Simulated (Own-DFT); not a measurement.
# Strain and stress in wurtzite GaN, 72 atoms (Ga36N36)

All numbers below are calculated, not measured. The program, named Own-DFT, is a retired in-house plane-wave density functional code that no person has reviewed. Each row is one single-point run on a periodic cell that was not relaxed, without spin or spin-orbit coupling.

Settings of every run: PBE; PseudoDojo norm-conserving scalar-relativistic files (stringent for Ga); cutoff 96 hartree; 4 x 4 x 3 k mesh centred on Gamma; Gaussian smearing of 0.01 eV.

Known limits: forces not confirmed at this smearing and k mesh; stress not checked against mesh or cutoff.

Unstrained cell vectors in Å: (9.567, 0.000, 0.000); (-4.784, 8.285, 0.000); (0.000, 0.000, 10.370). The unstrained cell has measured lattice constants (interpolated for alloys), not those of this functional. That, the random moves and any unrelaxed bonds set the pressure at no strain. Each run strains this cell uniformly, with the atoms carried along. Every atom was also moved at random, by a Gaussian of width 0.05 Å on each axis. Strain is the symmetric tensor, in per cent. Stress is positive in tension, and the pressure is minus a third of its trace.

| run | e_xx (%) | e_yy (%) | e_zz (%) | e_yz (%) | e_xz (%) | e_xy (%) | s_xx (GPa) | s_yy (GPa) | s_zz (GPa) | s_yz (GPa) | s_xz (GPa) | s_xy (GPa) | P (GPa) | E (meV/atom) |
|---|---|---|---|---|---|---|---|---|---|---|---|---|---|---|
| 1 | 0.26 | 1.17 | -1.38 | -0.44 | -0.15 | -1.93 | -7.07 | -2.72 | -13.56 | -0.44 | 0.22 | -6.21 | 7.78 | 24.1 |
| 2 | 1.71 | 1.95 | 0.98 | -0.01 | 1.85 | -1.07 | 0.79 | 2.02 | -0.25 | -0.14 | 2.92 | -3.37 | -0.85 | 9.8 |
| 3 | 1.41 | 0.84 | -1.56 | -0.07 | -0.73 | -1.11 | -0.81 | -2.89 | -13.81 | -0.80 | -1.55 | -2.45 | 5.84 | 4.1 |
| 4 | -1.16 | -0.41 | -0.79 | -1.85 | -0.35 | -0.04 | -12.69 | -12.90 | -12.11 | -4.37 | -1.13 | -0.43 | 12.57 | 36.1 |
| 5 | 1.04 | 1.03 | 1.93 | -0.17 | -1.69 | 1.98 | -1.26 | -0.75 | 1.89 | -0.23 | -3.48 | 6.22 | 0.04 | 5.3 |
| 6 | -1.05 | 0.97 | 1.10 | -0.11 | 0.52 | -0.58 | -9.67 | -4.77 | -2.42 | -0.25 | 1.85 | -2.37 | 5.62 | 14.5 |
| 7 | 1.91 | 0.12 | -0.94 | -0.20 | -1.46 | 1.72 | -1.34 | -4.32 | -8.74 | -0.55 | -2.43 | 5.36 | 4.80 | 2.5 |
| 8 | 0.89 | -1.87 | 1.94 | 0.37 | -1.60 | 1.26 | -4.36 | -13.47 | 0.04 | 0.82 | -3.46 | 4.48 | 5.93 | 17.8 |
| 9 | -0.22 | 0.60 | 0.35 | -0.50 | -1.75 | 0.74 | -7.40 | -4.89 | -5.01 | -1.12 | -3.50 | 2.82 | 5.77 | 0.0 |
| 10 | -1.36 | 1.45 | 1.66 | -0.42 | -0.50 | -1.87 | -10.77 | -2.36 | 0.55 | -0.24 | -0.15 | -7.47 | 4.20 | 13.4 |
| 11 | 1.03 | -0.59 | 1.91 | 1.89 | -0.60 | -0.83 | -3.05 | -6.06 | -0.22 | 4.11 | 0.24 | -3.34 | 3.11 | 9.8 |
| 12 | 0.10 | -0.54 | -1.56 | -1.73 | -1.49 | -0.10 | -6.42 | -11.47 | -16.07 | -4.34 | -3.76 | -0.17 | 11.32 | 20.1 |
| 13 | 1.07 | -1.83 | -1.93 | 0.25 | 0.96 | 0.97 | -6.87 | -15.40 | -17.82 | 0.64 | 1.66 | 3.97 | 13.36 | 45.7 |
| 14 | 0.80 | -0.90 | -0.47 | -0.79 | -0.69 | -1.02 | -6.29 | -10.43 | -8.24 | -1.38 | -1.30 | -2.38 | 8.32 | 15.5 |
| 15 | 0.52 | -1.00 | 0.85 | 1.60 | -1.75 | -0.51 | ? | ? | ? | ? | ? | ? | ? | ? |

E is the free energy for each atom above the lowest run shown.

## Worked fit

Each stress component was fitted by least squares to a constant and the strains of the runs shown, as fractions, with shears doubled. Shear strains stay in the fit of a normal stress only where such slopes are resolved. The slopes, in GPa:

| stress | at no strain | per e_xx | per e_yy | per e_zz | scatter |
|---|---|---|---|---|---|
| s_xx | -7.4 | 370 ± 25 | 88 ± 23 | 50 ± 18 | 0.95 |
| s_yy | -7.7 | 116 ± 14 | 440 ± 11 | 26 ± 11 | 0.42 |
| s_zz | -7.7 | 65 ± 29 | 86 ± 26 | 449 ± 21 | 1.10 |

Also, s_yy gains 52 ± 10 per 2 e_yz; s_yy gains -27 ± 6 per 2 e_xz.

Each shear stress against twice its own strain: yz 113 ± 11, xz 88 ± 7, xy 159 ± 9 GPa. These are stiffnesses along x, y and z of the frame in which the cell vectors are given, which need not be the crystal's axes. The atoms are held to the strained lattice; where symmetry lets them move under strain, relaxing them would lower some slopes. The table should be nearly symmetric about its diagonal, and what it lacks of that shows the noise. A ninth of its sum, 188 ± 5 GPa, estimates the bulk modulus near the mean pressure of these runs, 6.3 GPa, so it lies above the value at zero pressure.

## Withheld run

Question: what normal stresses and pressure should run 15 give?

The fit gives s_xx = -5.9, s_yy = -8.6, s_zz = -4.3 and P = 6.3 GPa. The calculation gave -4.88, -9.85, -3.17 and P = 5.97 GPa.
